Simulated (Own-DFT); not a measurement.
InGa$_{3}$As$_{4}$ (zincblende random alloy, atoms displaced) (calculated)

All values are calculated (Own-DFT development build). A calculation, not a measurement: plane-wave PBE density functional theory by an unreviewed code, no spin, of a simulated periodic cell, stress positive in tension, free energy of the whole cell less one offset for each atom, forces on such cells passed a denser k mesh, this cell's mesh not checked; offsets are fitted by least squares, one for each functional and potential file, so energies compare only between cells with the same atoms and settings and are not formation energies; the far tail of each file's local potential was reset to the Coulomb form; each entry is a single point on an unrelaxed cell, so the pressure reflects the starting lattice, mostly measured values, from which strain is counted, and rises with the displacements; printed positions are rounded, which can move forces by about a meV/angstrom; the program is a retired in-house code; no spin-orbit coupling.

Settings shared by all entries: functional PBE; potential files PseudoDojo norm-conserving, scalar-relativistic, standard set; wave cutoff 42 hartree; occupations Fermi-Dirac; smearing width 0.1 eV; k mesh 3 x 3 x 3 centred on Gamma.

(1) InGa$_{3}$As$_{4}$ (zincblende random alloy, atoms displaced)

```
InGa3As4
1.0
     11.5091     0.0000     0.0000
      0.0000    11.5091     0.0000
      0.0000     0.0000    11.5091
In Ga As In Ga As Ga In Ga As Ga In Ga As Ga As Ga In As In Ga As Ga In Ga As
1 3 4 1 3 4 2 1 1 4 1 2 1 4 4 4 3 1 4 1 3 4 2 1 1 4
Direct
  0.00355 0.00176 0.00422
  0.00846 0.24497 0.24126
  0.25893 0.00188 0.25896
  0.24824 0.26026 0.00248
  0.12568 0.13472 0.13356
  0.12805 0.36316 0.38365
  0.37212 0.12548 0.36902
  0.37105 0.38268 0.12230
  0.99632 0.99725 0.50791
  0.00013 0.25170 0.74989
  0.24863 0.99859 0.75903
  0.25830 0.25821 0.49584
  0.11769 0.12203 0.63403
  0.13064 0.37043 0.87626
  0.37095 0.13329 0.87674
  0.37479 0.37163 0.62815
  0.00269 0.50364 0.00470
  0.00724 0.75156 0.24786
  0.24603 0.48960 0.25265
  0.24368 0.74949 0.00427
  0.14601 0.62268 0.11605
  0.11904 0.88020 0.36625
  0.38500 0.63195 0.37549
  0.36779 0.86453 0.12252
  0.99566 0.49408 0.50126
  0.01074 0.74928 0.75271
  0.24165 0.49998 0.75010
  0.24481 0.75110 0.50047
  0.12471 0.61557 0.62338
  0.12779 0.87150 0.87313
  0.37652 0.61906 0.88623
  0.37087 0.87698 0.63068
  0.50564 0.00600 0.99873
  0.49225 0.26097 0.24587
  0.76568 0.00541 0.24635
  0.76038 0.24644 0.00475
  0.62311 0.13766 0.12077
  0.61332 0.39223 0.36926
  0.87818 0.12479 0.36383
  0.87356 0.37276 0.12747
  0.49377 0.99948 0.49090
  0.50795 0.24605 0.73948
  0.75114 0.00498 0.74555
  0.75678 0.25011 0.51272
  0.62573 0.12738 0.63034
  0.62725 0.37421 0.87317
  0.88905 0.13418 0.87228
  0.87762 0.38764 0.62368
  0.48986 0.50189 0.00615
  0.51190 0.75193 0.25820
  0.74815 0.48733 0.24634
  0.73570 0.75973 0.00516
  0.62975 0.62275 0.12558
  0.63804 0.88263 0.37122
  0.87638 0.62493 0.38795
  0.87466 0.87081 0.12659
  0.50665 0.49019 0.49069
  0.48985 0.75052 0.74180
  0.73855 0.49842 0.75477
  0.75645 0.75055 0.50083
  0.63387 0.62955 0.61537
  0.61824 0.87773 0.87221
  0.87307 0.62784 0.87367
  0.87812 0.87570 0.62828
```

It finds free energy of cell above offsets -19.882 eV; pressure 5.22 GPa; stress xx -5.03 GPa; stress yy -5.27 GPa; stress zz -5.35 GPa; stress yz 0.52 GPa; stress xz 0.64 GPa; stress xy -0.48 GPa.

Force:
```
element  x (eV/Å)  y (eV/Å)  z (eV/Å)
     In     0.219    -0.128     0.008
     Ga    -1.461     1.335     1.567
     Ga    -0.951    -0.908    -1.467
     Ga     0.276    -0.963     0.198
     As     2.347    -1.124    -0.933
     As    -1.904     0.346    -0.232
     As     0.909      0.98     0.759
     As    -0.368    -2.946     0.567
     In     0.341     0.799     -1.49
     Ga      0.41     0.971    -0.472
     Ga     0.221     0.673    -0.216
     Ga    -0.037    -1.472     1.147
     As     1.896     1.063     0.042
     As    -2.068    -0.302     0.793
     As     0.507    -0.293    -0.056
     As     1.293     -0.07    -0.952
     Ga    -0.223     0.021    -0.548
     Ga    -0.303    -1.109    -0.215
     In     0.307     1.272     1.549
     Ga     1.124     0.727    -1.625
     As    -3.098    -0.109     0.892
     As     1.279    -0.535     0.455
     As    -0.547     -0.26     0.762
     As     1.355      1.34     0.771
     Ga     1.033     0.485    -0.622
     In    -1.201    -0.824    -0.696
     In     1.688    -0.047     0.701
     Ga     0.262    -0.051    -0.415
     As    -0.559     1.062    -2.307
     As     1.636     0.823      1.37
     As    -1.568     3.002    -2.448
     As    -0.443     0.472    -0.981
     Ga    -1.012    -0.126     0.107
     Ga     0.416    -0.355     0.055
     Ga    -1.376    -0.091    -0.611
     Ga    -0.476     0.262    -1.019
     As     0.313    -0.815      0.75
     As     1.677    -2.934    -1.271
     As     0.398     0.934     0.428
     As     1.087     0.154    -0.029
     Ga     0.665    -0.162     0.595
     Ga    -1.058     0.785     1.543
     Ga     0.334    -0.322     0.935
     In    -0.344      0.26    -2.037
     As    -0.702     -1.83     -0.76
     As    -1.365    -2.371     1.622
     As     -1.99    -0.415    -0.125
     As     0.962    -0.846     1.295
     In     3.061    -0.486    -0.244
     Ga    -0.238     0.098    -0.733
     Ga     0.435     1.519      0.36
     Ga     0.809    -0.518    -0.596
     As     0.374     0.617     0.892
     As    -0.314    -0.002     0.343
     As     0.365    -0.388    -1.889
     As    -0.453    -0.497     0.166
     Ga    -2.008     2.407     2.356
     Ga     0.875    -0.877     0.677
     In     1.224     1.335    -0.788
     Ga    -0.151      0.84     0.042
     As    -1.927     0.207    -0.099
     As     0.295     0.141    -0.432
     As    -0.131      0.11     1.827
     As    -2.112    -0.865     0.732
```

(2) InGa$_{3}$As$_{4}$ (zincblende random alloy, atoms displaced)

```
InGa3As4
1.0
     11.5091     0.0000     0.0000
      0.0000    11.5091     0.0000
      0.0000     0.0000    11.5091
In Ga In Ga As Ga In As Ga As In Ga As In Ga As Ga As Ga In As Ga In Ga As
1 1 1 1 4 2 2 4 4 4 1 3 4 1 3 4 4 4 3 1 4 2 1 1 4
Direct
  0.00653 0.00201 0.99876
  0.99926 0.24117 0.24963
  0.24794 0.99959 0.25549
  0.24896 0.25687 0.00694
  0.13269 0.12613 0.12779
  0.12392 0.36257 0.37673
  0.37133 0.12547 0.37252
  0.37212 0.38673 0.12748
  0.99998 0.99470 0.49836
  0.01070 0.25118 0.75614
  0.25197 0.99386 0.76971
  0.25177 0.26648 0.50129
  0.11413 0.12153 0.62746
  0.11202 0.37438 0.86251
  0.38036 0.12627 0.87219
  0.37425 0.39553 0.62353
  0.01160 0.50974 0.00069
  0.99579 0.75253 0.23804
  0.26162 0.50197 0.25924
  0.25509 0.74558 0.98784
  0.13280 0.62462 0.12062
  0.13342 0.88363 0.36530
  0.37549 0.63004 0.37880
  0.37895 0.88636 0.13414
  0.00019 0.49907 0.51386
  0.99702 0.74144 0.75276
  0.23715 0.49324 0.74323
  0.24604 0.74222 0.50432
  0.12225 0.63038 0.62734
  0.12340 0.87253 0.86566
  0.37337 0.62059 0.88334
  0.37237 0.86601 0.62902
  0.50780 0.99430 0.00242
  0.51317 0.25596 0.24810
  0.74905 0.00109 0.24602
  0.75268 0.22694 0.01229
  0.63560 0.11726 0.11610
  0.61774 0.37284 0.37811
  0.86386 0.11803 0.36625
  0.88444 0.36521 0.12181
  0.49439 0.98959 0.50324
  0.49267 0.24508 0.75488
  0.75955 0.00720 0.74488
  0.75166 0.25777 0.51305
  0.62988 0.12335 0.63303
  0.62822 0.36542 0.86259
  0.86147 0.11931 0.86735
  0.87696 0.37398 0.63010
  0.49813 0.50149 0.99063
  0.50242 0.74649 0.24398
  0.75171 0.50141 0.24423
  0.74703 0.74592 0.00037
  0.62955 0.62958 0.11832
  0.62588 0.86523 0.35936
  0.87022 0.61941 0.37283
  0.88029 0.87186 0.12053
  0.50016 0.50513 0.49031
  0.49941 0.75420 0.74829
  0.76266 0.50475 0.75740
  0.74299 0.74765 0.50593
  0.63205 0.63048 0.62795
  0.62345 0.86481 0.88337
  0.87386 0.62794 0.88062
  0.87552 0.86870 0.62022
```

The calculation gives: free energy of cell above offsets -17.742 eV; pressure 5.74 GPa; stress xx -5.95 GPa; stress yy -5.75 GPa; stress zz -5.53 GPa; stress yz -0.18 GPa; stress xz 0.01 GPa; stress xy -1.56 GPa.

Force:
```
element  x (eV/Å)  y (eV/Å)  z (eV/Å)
     In    -0.462     0.358    -0.451
     Ga    -0.049      0.03     0.224
     In     1.614     1.725    -1.452
     Ga     0.152     0.073    -0.721
     As    -0.607     1.479    -0.652
     As    -1.574     2.218     -2.46
     As     2.381     0.894     0.992
     As     1.064    -0.835    -0.378
     Ga    -0.289     0.198    -0.483
     Ga     -2.41    -1.921     -1.45
     In     0.628     1.384    -2.816
     In     0.967     -2.36     1.429
     As     0.617     0.051    -0.065
     As     1.865     1.226      2.41
     As    -0.361     1.279     1.804
     As     1.326    -0.552     0.928
     Ga    -0.885    -0.939    -0.209
     Ga     0.679    -0.768     1.164
     Ga    -1.428    -0.206    -0.009
     Ga    -0.485     1.203     1.245
     As     0.396     0.438     0.878
     As    -3.316     -3.76     3.168
     As     0.168      0.28    -0.381
     As     -0.24    -2.784    -0.959
     In     0.088     -0.13    -2.206
     Ga    -0.271     0.851    -0.247
     Ga     0.633     0.915     0.687
     Ga     0.121     1.132      -0.6
     As      0.82     0.404     0.944
     As    -1.368    -2.942     1.688
     As    -0.056    -0.043    -2.244
     As     0.072     0.107    -0.736
     In    -1.051     0.467    -0.614
     Ga    -1.237     -1.07    -0.606
     Ga     0.032    -1.215    -0.251
     Ga     1.295     2.575    -1.959
     As    -1.118     0.585     2.819
     As     1.488     0.583     0.139
     As     0.929     0.877     1.512
     As    -0.515     0.713    -0.255
     Ga     0.591     0.499    -0.685
     Ga     0.649     1.006    -1.338
     Ga     -1.14    -2.179     -0.58
     Ga    -0.455    -0.818    -0.988
     As    -1.107     0.047    -0.955
     As    -0.638    -0.285     2.039
     As     1.981     1.623     0.985
     As     0.157    -1.803      0.62
     Ga     1.103     -0.87     0.538
     Ga    -0.504    -0.004    -0.228
     Ga    -0.162    -0.708     0.013
     In     1.457     1.188     0.121
     As    -2.215    -2.728     1.836
     As     0.139     0.765     1.518
     As     0.148     1.092    -0.158
     As    -0.764     0.825     0.986
     Ga     0.443     0.371     0.921
     Ga     0.176    -0.906     0.578
     In    -1.444    -0.802    -0.856
     Ga     0.602     0.459    -1.456
     As    -1.628    -0.468    -0.248
     As      0.12     0.966    -3.403
     As     2.811     0.003      0.51
     As     0.067     0.203     0.404
```
